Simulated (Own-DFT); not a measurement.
Si$_{3}$N$_{4}$ (beta silicon nitride, atoms displaced) (calculated)

A calculation, not a measurement: plane-wave PBE density functional theory by an unreviewed code, no spin, of a simulated periodic cell, stress positive in tension, free energy of the whole cell less one offset for each atom, forces on such cells passed a denser k mesh, this cell's mesh not checked; offsets are fitted by least squares, one for each functional and potential file, so energies compare only between cells with the same atoms and settings and are not formation energies; the far tail of each file's local potential was reset to the Coulomb form; each entry is a single point on an unrelaxed cell, so the pressure reflects the starting lattice, mostly measured values (interpolated for alloys), from which strain is counted, and rises with the displacements; printed positions are rounded, which can move forces by about a meV/angstrom; the program, named Own-DFT, is a retired in-house code; no spin-orbit coupling. Program: Own-DFT development build.

Settings shared by all entries: functional PBE; potential files PseudoDojo norm-conserving, scalar-relativistic, standard set; wave cutoff 42 hartree; occupations Fermi-Dirac; smearing width 0.1 eV; k mesh 3 x 3 x 3 centred on Gamma.

(1) Si$_{3}$N$_{4}$ (beta silicon nitride, atoms displaced)

```
Si3N4
1.0
      7.6060     0.0000     0.0000
     -3.8030     6.5870     0.0000
      0.0000     0.0000     8.7270
Si N Si N Si N
6 8 6 8 6 8
Direct
  0.18318 0.76643 0.08502
  0.23181 0.40835 0.08335
  0.59410 0.83325 0.08797
  0.82508 0.22294 0.26046
  0.77459 0.59921 0.24687
  0.41062 0.19258 0.24404
  0.33832 0.02148 0.09143
  0.96738 0.29631 0.08887
  0.69698 0.65591 0.08911
  0.66654 0.96003 0.24508
  0.03597 0.70126 0.24621
  0.30261 0.33738 0.25449
  0.34255 0.67040 0.08581
  0.67016 0.33700 0.24381
  0.17254 0.77492 0.41252
  0.22861 0.39737 0.42300
  0.60393 0.83498 0.41620
  0.81873 0.22179 0.58371
  0.75662 0.58300 0.59066
  0.40561 0.16970 0.58135
  0.33384 0.01621 0.41558
  0.95767 0.28637 0.41971
  0.68809 0.67270 0.41776
  0.66801 0.96162 0.57534
  0.02635 0.68479 0.57877
  0.29954 0.33258 0.58537
  0.33541 0.66742 0.41561
  0.66635 0.32620 0.57626
  0.17894 0.75828 0.75764
  0.22571 0.40250 0.74685
  0.60251 0.83675 0.74298
  0.82037 0.22746 0.91421
  0.77774 0.60665 0.92453
  0.39890 0.16159 0.92896
  0.33215 0.03358 0.73950
  0.96423 0.29835 0.75417
  0.70114 0.68166 0.75674
  0.65868 0.96038 0.92159
  0.03294 0.69995 0.91106
  0.30544 0.34046 0.91193
  0.33985 0.67015 0.75280
  0.66007 0.31391 0.92207
```

| Item | Value |
| --- | --- |
| free energy of cell above offsets | -3.513 eV |
| pressure | 7.74 GPa |
| stress xx | -6.83 GPa |
| stress yy | -6.35 GPa |
| stress zz | -10.03 GPa |
| stress yz | 0.39 GPa |
| stress xz | 0.63 GPa |
| stress xy | 0.19 GPa |

Force:
| element | x (eV/Å) | y (eV/Å) | z (eV/Å) |
| --- | --- | --- | --- |
| Si | -0.831 | -1.069 | -0.271 |
| Si | -0.355 | 0.024 | -0.223 |
| Si | 1.551 | -3.121 | -2.269 |
| Si | -1.753 | 0.5 | -3.68 |
| Si | 0.362 | -0.738 | 3.146 |
| Si | 1.892 | -2.717 | 2.2 |
| N | -0.989 | 1.306 | -0.424 |
| N | 0.503 | 0.04 | -0.595 |
| N | -2.395 | 2.453 | -1.51 |
| N | 0.43 | 3.319 | 2.788 |
| N | -1.125 | -0.299 | -0.092 |
| N | -0.395 | -0.548 | -1.017 |
| N | -1.082 | -1.326 | -0.214 |
| N | 0.448 | -0.472 | 0.869 |
| Si | 1.488 | -3.806 | 1.453 |
| Si | -1.594 | 3.009 | -1.167 |
| Si | -2.86 | -3.557 | -2.185 |
| Si | 0.164 | 1.018 | 0.717 |
| Si | 0.889 | 1.982 | -1.477 |
| Si | -0.376 | 0.128 | -1.305 |
| N | -0.436 | 5.748 | -0.673 |
| N | 2.604 | 0.887 | 1.103 |
| N | 4.115 | -2.233 | 0.028 |
| N | 0.074 | 3.128 | 2.578 |
| N | -0.738 | 0.243 | 1.439 |
| N | 1.294 | -1.283 | -0.107 |
| N | -0.676 | -0.602 | 0.133 |
| N | -1.311 | 0.221 | 0.522 |
| Si | -1.121 | 2.053 | -4.624 |
| Si | 0.429 | 1.254 | 1.089 |
| Si | -1.308 | -1.93 | 2.448 |
| Si | 0.863 | -0.957 | 2.639 |
| Si | -0.76 | -2.804 | -1.738 |
| Si | -0.103 | 1.747 | -3.956 |
| N | -0.18 | -2.317 | 4.149 |
| N | 0.487 | -0.285 | -1.653 |
| N | 2.245 | -1.629 | -0.421 |
| N | 0.786 | 1.941 | -1.914 |
| N | 0.129 | 0.146 | 3.012 |
| N | 0.927 | -1.746 | 1.823 |
| N | 0.555 | -1.167 | -0.215 |
| N | -1.846 | 3.461 | -0.411 |

(2) Si$_{3}$N$_{4}$ (beta silicon nitride, atoms displaced)

```
Si3N4
1.0
      7.6060     0.0000     0.0000
     -3.8030     6.5870     0.0000
      0.0000     0.0000     8.7270
Si N Si N Si N
6 8 6 8 6 8
Direct
  0.18181 0.77545 0.07546
  0.22850 0.40536 0.07952
  0.59599 0.81851 0.07752
  0.82102 0.22089 0.24901
  0.77161 0.59962 0.24310
  0.41717 0.18600 0.25183
  0.34278 0.03581 0.08046
  0.96491 0.29710 0.07988
  0.70260 0.66308 0.08937
  0.66345 0.96179 0.25961
  0.02640 0.70241 0.25759
  0.29558 0.32973 0.24769
  0.34762 0.66836 0.07690
  0.66058 0.31961 0.24916
  0.18481 0.78363 0.41116
  0.22757 0.39511 0.42198
  0.59057 0.81347 0.41022
  0.83318 0.22953 0.57605
  0.76527 0.58705 0.58198
  0.40375 0.16759 0.57646
  0.33319 0.03868 0.41228
  0.95923 0.28641 0.41725
  0.70621 0.66012 0.41327
  0.65423 0.96469 0.58835
  0.02077 0.70867 0.57956
  0.30588 0.33426 0.57768
  0.35457 0.67780 0.42813
  0.65562 0.31816 0.58390
  0.17592 0.76520 0.74044
  0.22124 0.40138 0.74988
  0.59672 0.82976 0.74628
  0.80928 0.22432 0.91935
  0.76045 0.59630 0.91963
  0.41151 0.17002 0.92189
  0.32138 0.02481 0.75879
  0.96622 0.29783 0.74563
  0.71062 0.67217 0.74241
  0.68176 0.97210 0.90895
  0.00948 0.68448 0.90926
  0.30526 0.32280 0.91067
  0.33247 0.65887 0.74270
  0.66594 0.32607 0.91537
```

| Item | Value |
| --- | --- |
| free energy of cell above offsets | -3.144 eV |
| pressure | 8.54 GPa |
| stress xx | -9.34 GPa |
| stress yy | -7.69 GPa |
| stress zz | -8.6 GPa |
| stress yz | 1.78 GPa |
| stress xz | -1.58 GPa |
| stress xy | -4.21 GPa |

Force:
| element | x (eV/Å) | y (eV/Å) | z (eV/Å) |
| --- | --- | --- | --- |
| Si | -1.109 | -1.549 | 0.339 |
| Si | 0.885 | -0.981 | -0.632 |
| Si | 0.824 | 2.381 | 1.218 |
| Si | -0.255 | 0.337 | -0.132 |
| Si | 2.095 | -3.005 | 4.129 |
| Si | -2.619 | -1.852 | -1.214 |
| N | -0.449 | -1.749 | 2.492 |
| N | 0.361 | 0.009 | 0.767 |
| N | -2.517 | 1.583 | -3.039 |
| N | 0.66 | 0.753 | -4.295 |
| N | 2.408 | 0.814 | -3.098 |
| N | 0.139 | -0.113 | 0.167 |
| N | -3.359 | -0.887 | -0.046 |
| N | 2.325 | 3.858 | -0.384 |
| Si | 0.144 | -2.326 | 1.844 |
| Si | -1.019 | 2.28 | -2.208 |
| Si | 4.025 | 1.787 | 3.494 |
| Si | -3.725 | -1.92 | 3.441 |
| Si | -0.017 | -1.569 | -0.614 |
| Si | -0.63 | 0.519 | 3.376 |
| N | -0.229 | -0.994 | -0.613 |
| N | 2.766 | 1.658 | -2.386 |
| N | -2.13 | 1.004 | -0.285 |
| N | 1.219 | 1.437 | -3.129 |
| N | 3.468 | 0.808 | -0.851 |
| N | 0.37 | -1.223 | 2.281 |
| N | -6.687 | -4.82 | -0.988 |
| N | 1.959 | 2.134 | -0.189 |
| Si | -1.492 | -0.547 | 1.281 |
| Si | 2.18 | -0.579 | -0.424 |
| Si | 0.517 | -2.42 | -0.198 |
| Si | 3.485 | 1.701 | -1.717 |
| Si | 0.77 | -2.093 | -2.608 |
| Si | -1.006 | 0.741 | -2.757 |
| N | 0.427 | 0.002 | -2.279 |
| N | -0.438 | -0.236 | 0.929 |
| N | -2.37 | 0.586 | 2.389 |
| N | -0.297 | -2.361 | 2.196 |
| N | 4.18 | 2.256 | 1.341 |
| N | -1.974 | 1.412 | 1.214 |
| N | -0.525 | 1.045 | 0.868 |
| N | -2.359 | 2.118 | 0.32 |

(3) Si$_{3}$N$_{4}$ (beta silicon nitride, atoms displaced)

```
Si3N4
1.0
      7.6060     0.0000     0.0000
     -3.8030     6.5870     0.0000
      0.0000     0.0000     8.7270
Si N Si N Si N
6 8 6 8 6 8
Direct
  0.17186 0.77149 0.08360
  0.24836 0.42462 0.07927
  0.60029 0.83029 0.08419
  0.82949 0.22758 0.24665
  0.76971 0.59159 0.24743
  0.39970 0.17841 0.24840
  0.31732 0.01928 0.09098
  0.96676 0.29596 0.08725
  0.69449 0.67225 0.07960
  0.66836 0.96689 0.25824
  0.03438 0.70102 0.25381
  0.30718 0.32813 0.25056
  0.35018 0.67322 0.09198
  0.67800 0.33709 0.24604
  0.17044 0.76586 0.41517
  0.22116 0.39839 0.41822
  0.60338 0.82449 0.40940
  0.82469 0.23146 0.58733
  0.76336 0.59223 0.58990
  0.40475 0.16652 0.59194
  0.32599 0.02394 0.41030
  0.96404 0.29910 0.40440
  0.69044 0.66144 0.41235
  0.66412 0.97513 0.57536
  0.03862 0.71085 0.57864
  0.30320 0.33035 0.57983
  0.34305 0.66359 0.42616
  0.66761 0.34152 0.58423
  0.18896 0.77538 0.75319
  0.23950 0.41729 0.74147
  0.59876 0.82124 0.75737
  0.83427 0.24228 0.91118
  0.76319 0.58820 0.92191
  0.40770 0.16630 0.92525
  0.34817 0.03918 0.75531
  0.97503 0.31366 0.74536
  0.70744 0.67580 0.74907
  0.66625 0.98629 0.91671
  0.01794 0.69107 0.91636
  0.30543 0.32830 0.91317
  0.33522 0.67188 0.75453
  0.67334 0.33240 0.90987
```

| Property | Result |
| --- | --- |
| free energy of cell above offsets | -4.245 eV |
| pressure | 7.02 GPa |
| stress xx | -5.69 GPa |
| stress yy | -10.27 GPa |
| stress zz | -5.08 GPa |
| stress yz | -0.71 GPa |
| stress xz | 0.82 GPa |
| stress xy | 2.18 GPa |

Force:
| element | x (eV/Å) | y (eV/Å) | z (eV/Å) |
| --- | --- | --- | --- |
| Si | 0.528 | -2.896 | 0.555 |
| Si | -0.235 | -3.922 | 0.978 |
| Si | -0.191 | 2.404 | 0.355 |
| Si | -2.077 | -0.556 | -0.185 |
| Si | -0.106 | 0.23 | 0.786 |
| Si | 3.778 | -1.374 | 1.599 |
| N | 0.556 | 2.869 | -1.622 |
| N | 2.583 | 1.496 | -2.798 |
| N | 1.84 | -0.835 | 0.756 |
| N | 0.332 | 1.473 | -4.023 |
| N | -1.21 | -0.659 | -2.11 |
| N | -3.618 | 2.456 | -0.741 |
| N | -3.571 | 0.813 | -0.862 |
| N | -2.089 | -1.508 | -0.425 |
| Si | 2.959 | 0.296 | 0.458 |
| Si | 1.358 | 1.27 | -1.351 |
| Si | -1.958 | -0.999 | 3.346 |
| Si | -0.9 | 0.457 | -2.664 |
| Si | 1.514 | 1.322 | -3.173 |
| Si | 0.161 | 1.491 | -3.879 |
| N | 0.131 | 1.793 | 1.75 |
| N | 1.33 | 0.511 | 4.071 |
| N | 2.178 | -0.447 | 0.871 |
| N | 0.894 | -1.277 | 2.183 |
| N | -1.316 | -0.816 | 2.816 |
| N | -0.204 | -0.579 | 0.928 |
| N | -2.292 | -0.349 | -0.632 |
| N | 0.641 | -2.098 | 0.248 |
| Si | -3.533 | -0.243 | -1.066 |
| Si | 0.608 | -1.92 | 1.204 |
| Si | -1.416 | 2.809 | -2.031 |
| Si | 0.916 | -0.067 | 1.542 |
| Si | -0.467 | -0.139 | -1.387 |
| Si | 0.126 | 1.616 | -0.381 |
| N | -0.663 | -2.606 | 0.981 |
| N | 1.074 | 0.004 | 0.403 |
| N | -0.39 | -0.092 | 1.954 |
| N | 0.827 | -2.591 | 0.124 |
| N | 3.025 | 1.802 | 0.126 |
| N | -0.787 | 0.85 | 0.005 |
| N | 1.989 | -0.258 | 0.426 |
| N | -2.325 | 0.267 | 0.866 |

(4) Si$_{3}$N$_{4}$ (beta silicon nitride, atoms displaced)

```
Si3N4
1.0
      7.6060     0.0000     0.0000
     -3.8030     6.5870     0.0000
      0.0000     0.0000     8.7270
Si N Si N Si N
6 8 6 8 6 8
Direct
  0.17462 0.76640 0.07794
  0.23091 0.41281 0.09166
  0.60435 0.84383 0.09413
  0.82752 0.22004 0.26228
  0.75370 0.59412 0.24802
  0.41100 0.17498 0.24955
  0.31888 0.01804 0.08721
  0.96059 0.28573 0.08627
  0.70336 0.67111 0.07761
  0.67626 0.96645 0.25826
  0.03095 0.69891 0.25140
  0.29739 0.33827 0.24431
  0.33083 0.66032 0.08704
  0.68020 0.34214 0.25986
  0.17773 0.74973 0.40926
  0.22927 0.40217 0.42013
  0.59589 0.82101 0.41403
  0.82967 0.22941 0.58593
  0.76174 0.58036 0.59019
  0.40477 0.17591 0.58980
  0.34136 0.02950 0.40160
  0.96268 0.31661 0.42169
  0.69511 0.66171 0.41123
  0.66974 0.96911 0.58004
  0.02256 0.70565 0.58773
  0.30054 0.33914 0.58278
  0.32063 0.65836 0.41823
  0.67508 0.34415 0.57830
  0.16441 0.76747 0.75727
  0.22412 0.40386 0.75372
  0.59451 0.82910 0.75043
  0.81864 0.21509 0.91297
  0.77978 0.59593 0.91385
  0.41631 0.19300 0.91146
  0.33248 0.05081 0.75023
  0.95958 0.29025 0.75523
  0.69321 0.65978 0.75767
  0.66605 0.96262 0.92613
  0.02533 0.70881 0.91233
  0.31128 0.33261 0.91297
  0.32678 0.65212 0.75303
  0.66567 0.32063 0.91431
```

| Item | Value |
| --- | --- |
| free energy of cell above offsets | -2.037 eV |
| pressure | 9.34 GPa |
| stress xx | -6.15 GPa |
| stress yy | -11.22 GPa |
| stress zz | -10.66 GPa |
| stress yz | 2.44 GPa |
| stress xz | -1.41 GPa |
| stress xy | 1.13 GPa |

Force:
| element | x (eV/Å) | y (eV/Å) | z (eV/Å) |
| --- | --- | --- | --- |
| Si | -0.723 | -0.877 | 2.478 |
| Si | -0.518 | -2.201 | -3.636 |
| Si | -0.033 | -5.134 | -2.168 |
| Si | -1.944 | 3.099 | -2.711 |
| Si | 4.161 | -0.339 | -1.007 |
| Si | -0.106 | 1.23 | -1.738 |
| N | 0.816 | 3.695 | -1.833 |
| N | 0.845 | 0.379 | -0.297 |
| N | -0.964 | 0.698 | 0.795 |
| N | -0.158 | 0.755 | 0.125 |
| N | -1.13 | -0.638 | -1.654 |
| N | 2.377 | -1.783 | 3.505 |
| N | 0.039 | 3.389 | -0.251 |
| N | -1.499 | -2.424 | -1.138 |
| Si | -6.592 | 4.035 | 1.102 |
| Si | -0.598 | 0.096 | -1.563 |
| Si | -1.096 | -1.92 | 2.187 |
| Si | -2.262 | 0.549 | -0.075 |
| Si | -0.941 | 4.93 | -1.19 |
| Si | 0.638 | 1.104 | -4.691 |
| N | -0.456 | -1.442 | 4.903 |
| N | 3.257 | -0.253 | 0.592 |
| N | -1.481 | 0.941 | 2.853 |
| N | 0.097 | -0.379 | 0.835 |
| N | 1.907 | 0.574 | -0.569 |
| N | 0.863 | -1.408 | 0.796 |
| N | 6.427 | -0.407 | 0.305 |
| N | 0.039 | -5.96 | 0.824 |
| Si | 2.129 | 1.464 | -3.81 |
| Si | 1.385 | -1.651 | 0.136 |
| Si | 0.169 | -2.463 | 0.853 |
| Si | -0.424 | 1.439 | 3.204 |
| Si | -3.499 | -2.45 | 1.394 |
| Si | 0.245 | -3.696 | 2.47 |
| N | 0.37 | -4.618 | 1.017 |
| N | 1.714 | 0.528 | -1.181 |
| N | -0.89 | 1.049 | -1.888 |
| N | -0.261 | 0.088 | -2.614 |
| N | 2.455 | 0.477 | 1.983 |
| N | -3.954 | 2.009 | 1.435 |
| N | -1.676 | 4.532 | 0.024 |
| N | 1.268 | 2.983 | 0.199 |

(5) Si$_{3}$N$_{4}$ (beta silicon nitride, atoms displaced)

```
Si3N4
1.0
      7.6060     0.0000     0.0000
     -3.8030     6.5870     0.0000
      0.0000     0.0000     8.7270
Si N Si N Si N
6 8 6 8 6 8
Direct
  0.16833 0.76929 0.08364
  0.23221 0.40729 0.10231
  0.59904 0.83461 0.07651
  0.82679 0.22244 0.24840
  0.76061 0.58814 0.25380
  0.39889 0.16393 0.26268
  0.31721 0.02968 0.08430
  0.95877 0.28530 0.08188
  0.68134 0.65409 0.09057
  0.67491 0.98363 0.24927
  0.02470 0.69206 0.25185
  0.30302 0.32016 0.24492
  0.34195 0.67791 0.08183
  0.66774 0.32295 0.24629
  0.16268 0.76214 0.41689
  0.23488 0.40674 0.41070
  0.59960 0.82925 0.41658
  0.82344 0.23560 0.58576
  0.77031 0.59548 0.58769
  0.41315 0.16880 0.58664
  0.33399 0.04108 0.40908
  0.96601 0.29537 0.42317
  0.69551 0.67003 0.41517
  0.66199 0.96686 0.58757
  0.02370 0.69417 0.58140
  0.30873 0.34447 0.58314
  0.34277 0.66425 0.42438
  0.66857 0.32769 0.57815
  0.18087 0.77457 0.74298
  0.22098 0.38741 0.75489
  0.60009 0.82324 0.74609
  0.81757 0.23636 0.90930
  0.75721 0.58389 0.91863
  0.41038 0.17826 0.91531
  0.34495 0.03801 0.76046
  0.95659 0.29901 0.73791
  0.69833 0.66552 0.75402
  0.66149 0.96700 0.91353
  0.02776 0.69068 0.91926
  0.29865 0.32806 0.92089
  0.31596 0.66687 0.74700
  0.66651 0.34146 0.91467
```

| Quantity | Value |
| --- | --- |
| free energy of cell above offsets | -2.886 eV |
| pressure | 8.09 GPa |
| stress xx | -6.79 GPa |
| stress yy | -7.77 GPa |
| stress zz | -9.72 GPa |
| stress yz | 1.97 GPa |
| stress xz | -1.43 GPa |
| stress xy | 1.24 GPa |

Force:
| element | x (eV/Å) | y (eV/Å) | z (eV/Å) |
| --- | --- | --- | --- |
| Si | 1.178 | 0.032 | -0.296 |
| Si | -1.434 | 1.176 | -5.727 |
| Si | 0.089 | -1.204 | 2.525 |
| Si | -0.638 | 3.889 | 1.164 |
| Si | 0.721 | -1.501 | -0.734 |
| Si | 2.439 | 3.913 | -8.976 |
| N | 0.621 | 0.511 | 0.288 |
| N | 1.864 | 1.486 | -0.751 |
| N | 0.225 | 1.099 | -1.503 |
| N | -0.06 | -5.897 | 0.15 |
| N | -0.166 | 0.248 | -0.156 |
| N | -1.28 | 0.995 | 3.336 |
| N | -1.344 | -2.024 | 0.869 |
| N | -1.693 | 1.25 | 0.563 |
| Si | 2.708 | 0.525 | -0.722 |
| Si | -0.42 | -0.613 | 1.987 |
| Si | -0.923 | 0.59 | -0.45 |
| Si | 0.271 | -2.406 | -3.223 |
| Si | -1.597 | -1.346 | -1.306 |
| Si | -1.909 | 1.696 | -0.501 |
| N | -0.453 | -6.588 | 8.371 |
| N | 1.493 | 0.556 | -2.064 |
| N | 1.419 | -0.486 | 1.423 |
| N | 0.464 | 1.016 | -1.498 |
| N | 0.617 | 1.428 | 0.504 |
| N | 1.713 | -2.344 | 0.376 |
| N | -2.817 | 1.09 | -1.13 |
| N | -2.022 | 2.054 | 0.369 |
| Si | -2.456 | -0.206 | 2.714 |
| Si | -1.131 | 2.938 | -1.032 |
| Si | -3.189 | -1.141 | 1.153 |
| Si | 1.651 | -0.674 | 0.963 |
| Si | 0.929 | 3.752 | 1.629 |
| Si | -1.329 | 0.157 | 3.624 |
| N | -0.714 | -1.959 | -3.735 |
| N | 2.781 | 0.765 | 4.861 |
| N | 0.035 | 0.193 | -0.74 |
| N | 0.634 | 1.677 | -1.211 |
| N | -1.369 | 0.107 | -1.491 |
| N | -0.78 | 0.338 | 0.301 |
| N | 5.529 | -1.922 | 0.238 |
| N | 0.343 | -3.171 | -0.161 |

(6) Si$_{3}$N$_{4}$ (beta silicon nitride, atoms displaced)

```
Si3N4
1.0
      7.6060     0.0000     0.0000
     -3.8030     6.5870     0.0000
      0.0000     0.0000     8.7270
Si N Si N Si N
6 8 6 8 6 8
Direct
  0.17613 0.77443 0.08132
  0.24269 0.40867 0.07793
  0.58868 0.82971 0.08867
  0.83031 0.23625 0.24649
  0.75375 0.57658 0.25226
  0.41742 0.18732 0.24773
  0.33606 0.03279 0.08852
  0.96391 0.28785 0.08553
  0.68930 0.66261 0.07707
  0.68495 0.98303 0.24304
  0.04485 0.70941 0.25755
  0.30078 0.34141 0.25087
  0.33939 0.67809 0.08917
  0.65318 0.33168 0.25034
  0.16152 0.76167 0.40997
  0.23657 0.40917 0.41425
  0.59436 0.80912 0.41525
  0.82194 0.23223 0.57552
  0.76911 0.60091 0.59512
  0.41800 0.18283 0.58271
  0.34635 0.04453 0.40826
  0.97262 0.29917 0.41750
  0.69130 0.66382 0.41383
  0.68351 0.97914 0.58884
  0.04401 0.69420 0.58479
  0.29961 0.32912 0.58471
  0.33131 0.67070 0.42315
  0.67482 0.34632 0.58085
  0.17216 0.77377 0.75210
  0.22402 0.39259 0.73926
  0.60646 0.83149 0.75529
  0.81795 0.21981 0.91118
  0.77190 0.59718 0.90913
  0.41525 0.18149 0.92001
  0.33383 0.03724 0.75415
  0.97317 0.30789 0.74975
  0.69167 0.67179 0.74248
  0.67992 0.98779 0.92377
  0.03670 0.70612 0.92810
  0.30735 0.34108 0.92331
  0.33836 0.66111 0.74550
  0.66047 0.32919 0.92118
```

| Item | Value |
| --- | --- |
| free energy of cell above offsets | -1.853 eV |
| pressure | 9.45 GPa |
| stress xx | -7.96 GPa |
| stress yy | -11.34 GPa |
| stress zz | -9.04 GPa |
| stress yz | -2.31 GPa |
| stress xz | 1.63 GPa |
| stress xy | -1.12 GPa |

Force:
| element | x (eV/Å) | y (eV/Å) | z (eV/Å) |
| --- | --- | --- | --- |
| Si | 1.778 | 0.695 | 3.521 |
| Si | -3.737 | 1.462 | 2.788 |
| Si | 1.967 | 0.777 | -1.009 |
| Si | -0.219 | 0.197 | 1.16 |
| Si | 0.619 | 4.398 | -1.743 |
| Si | -4.818 | -3.566 | 0.2 |
| N | -0.302 | 0.802 | -1.272 |
| N | 1.499 | 2.136 | -2.205 |
| N | 0.621 | 0.264 | 0.872 |
| N | -0.398 | -2.982 | 2.619 |
| N | -5.68 | -3.15 | -6.047 |
| N | 1.94 | -1.016 | -1.024 |
| N | -1.219 | -1.984 | -0.578 |
| N | 6.203 | 1.378 | -0.083 |
| Si | 5.063 | 3.877 | 5.338 |
| Si | -1.243 | 0.596 | 1.134 |
| Si | -4.046 | 4.997 | 0.145 |
| Si | 1.289 | 1.163 | 1.604 |
| Si | 2.557 | -0.297 | -4.803 |
| Si | -0.933 | -1.53 | -0.785 |
| N | -0.634 | -1.994 | 2.454 |
| N | -0.453 | 0.342 | -1.062 |
| N | 3.266 | -1.698 | 1.443 |
| N | -0.158 | -2.445 | -1.113 |
| N | -3.983 | -0.315 | 0.179 |
| N | 1.411 | -0.872 | -2.275 |
| N | 1.072 | -0.368 | -0.592 |
| N | 0.038 | -0.538 | 0.448 |
| Si | 3.628 | -0.308 | 0.484 |
| Si | -0.254 | 2.955 | 3.941 |
| Si | -4.431 | 1.29 | -0.279 |
| Si | 1.393 | 7.207 | 1.171 |
| Si | -0.581 | -0.904 | 2.434 |
| Si | -2.778 | -1.578 | 0.522 |
| N | -0.139 | -0.224 | -0.725 |
| N | -1.616 | -1.156 | -0.591 |
| N | 2.47 | -0.729 | 3.249 |
| N | -0.449 | -8.449 | -1.164 |
| N | -2.403 | -0.977 | -4.152 |
| N | 1.609 | -1.823 | -4.102 |
| N | -0.804 | 1.474 | 0.806 |
| N | 2.854 | 2.896 | -0.906 |
